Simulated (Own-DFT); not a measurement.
# Response to strain: C40 NbSi2, 36 atoms (Nb12Si24)

All numbers below are calculated, not measured. The program, named Own-DFT, is a retired in-house plane-wave density functional code that no person has reviewed. Each row is one single-point run on a periodic cell that was not relaxed, without spin or spin-orbit coupling.

Settings of every run: PBE; PseudoDojo norm-conserving scalar-relativistic files; cutoff 42 hartree; 4 x 4 x 5 k mesh centred on Gamma; cold (Marzari-Vanderbilt) smearing of 0.2 eV.

Known limits: forces on such cells failed a check on a denser k mesh; stress not checked against mesh or cutoff.

Unstrained cell vectors in Å: (0.000, 8.324, 0.000); (-9.613, 0.000, 0.000); (0.000, 0.000, 6.586). The unstrained cell was taken from the Materials Project. The random moves and any unrelaxed bonds add to the pressure at no strain. Each run strains this cell uniformly, with the atoms carried along. Every atom was also moved at random, by a Gaussian of width 0.05 Å on each axis. Strain is the symmetric tensor, in per cent. Stress is positive in tension, and the pressure is minus a third of its trace.

| run | e_xx (%) | e_yy (%) | e_zz (%) | e_yz (%) | e_xz (%) | e_xy (%) | s_xx (GPa) | s_yy (GPa) | s_zz (GPa) | s_yz (GPa) | s_xz (GPa) | s_xy (GPa) | P (GPa) | E (meV/atom) |
|---|---|---|---|---|---|---|---|---|---|---|---|---|---|---|
| 1 | -1.85 | 0.98 | 0.22 | -0.49 | -1.82 | -0.19 | -9.14 | 0.23 | -4.50 | -0.64 | -5.42 | -0.75 | 4.47 | 26.1 |
| 2 | 1.26 | 1.74 | 0.53 | 1.35 | -0.75 | 1.84 | 2.94 | 4.34 | 1.25 | 3.90 | -2.32 | 4.92 | -2.84 | 11.6 |
| 3 | 0.04 | -0.10 | 0.38 | -0.78 | -0.86 | 0.06 | -2.12 | -3.20 | -1.90 | -2.12 | -1.98 | 0.04 | 2.41 | 10.8 |
| 4 | -0.31 | 1.56 | 0.64 | -0.26 | -1.31 | 1.42 | -2.18 | 2.85 | -0.07 | -0.90 | -4.02 | 4.14 | -0.20 | 14.3 |
| 5 | -1.04 | 1.76 | 1.47 | 1.44 | -1.62 | 1.20 | -3.67 | 3.33 | 3.03 | 3.81 | -4.86 | 3.87 | -0.90 | 16.8 |
| 6 | 0.41 | -0.43 | 0.10 | -1.90 | 0.82 | 1.33 | -1.31 | -3.27 | -3.66 | -6.00 | 3.39 | 3.86 | 2.75 | 11.9 |
| 7 | 0.10 | 1.65 | 0.52 | -0.53 | 0.44 | -1.68 | -0.35 | 3.23 | -0.27 | -1.61 | 1.71 | -4.11 | -0.87 | 10.5 |
| 8 | 0.97 | 1.22 | 0.27 | -0.67 | -1.99 | -1.37 | 1.99 | 2.10 | -0.93 | -2.23 | -5.56 | -3.19 | -1.05 | 10.5 |
| 9 | 0.27 | -0.52 | -1.60 | -1.33 | -0.93 | 0.38 | -3.31 | -4.86 | -11.99 | -4.44 | -3.31 | 0.92 | 6.72 | 14.4 |
| 10 | -1.76 | 0.36 | -1.18 | 0.07 | -0.78 | 1.41 | -9.86 | -3.15 | -10.73 | 0.64 | -2.93 | 4.63 | 7.91 | 15.9 |
| 11 | -0.84 | -0.08 | 1.86 | 0.12 | -0.52 | 1.50 | -4.28 | -1.71 | 4.38 | 0.89 | -1.08 | 4.55 | 0.54 | 0.0 |
| 12 | -1.42 | 0.22 | -0.86 | 0.66 | 0.80 | 0.13 | -8.09 | -3.08 | -9.10 | 2.04 | 2.48 | 0.32 | 6.76 | 14.9 |
| 13 | 0.07 | -0.65 | 1.22 | -1.73 | 1.68 | 1.71 | -2.79 | -3.42 | 0.65 | -4.92 | 5.04 | 5.58 | 1.85 | 24.4 |
| 14 | 0.68 | -0.66 | 1.98 | -0.87 | -1.91 | -0.29 | 1.64 | -2.69 | 4.27 | -2.48 | -4.74 | -1.01 | -1.07 | 5.9 |
| 15 | -0.68 | 0.31 | 0.94 | -0.40 | -1.53 | 0.98 | -3.41 | -0.54 | -0.19 | -1.96 | -4.28 | 3.07 | 1.38 | 0.1 |
| 16 | 1.67 | 0.42 | -1.12 | -1.13 | 1.27 | 0.82 | ? | ? | ? | ? | ? | ? | ? | ? |

E is the free energy for each atom above the lowest run shown.

## Worked fit

Each stress component was fitted by least squares to a constant and the strains of the runs shown, as fractions, with shears doubled. Shear strains stay in the fit of a normal stress only where such slopes are resolved. The slopes, in GPa:

```
stress,at no strain,per e_xx,per e_yy,per e_zz,scatter
s_xx,-2.6,362 ± 15,67 ± 15,87 ± 14,0.52
s_yy,-2.4,52 ± 10,314 ± 10,71 ± 9,0.34
s_zz,-4.2,91 ± 12,92 ± 13,459 ± 11,0.43
```

Each shear stress against twice its own strain: yz 149 ± 10, xz 152 ± 5, xy 140 ± 6 GPa. These are stiffnesses along x, y and z of the frame in which the cell vectors are given, which need not be the crystal's axes. The atoms are held to the strained lattice; where symmetry lets them move under strain, relaxing them would lower some slopes. The table should be nearly symmetric about its diagonal, and what it lacks of that shows the noise. A ninth of its sum, 177 ± 6 GPa, estimates the bulk modulus near the mean pressure of these runs, 1.9 GPa, so it lies above the value at zero pressure.

## Withheld run

Question: what normal stresses and pressure should run 16 give?

The fit gives s_xx = 2.7, s_yy = -1.0, s_zz = -7.4 and P = 1.9 GPa. The calculation gave 2.87, -0.47, -7.23 and P = 1.61 GPa.
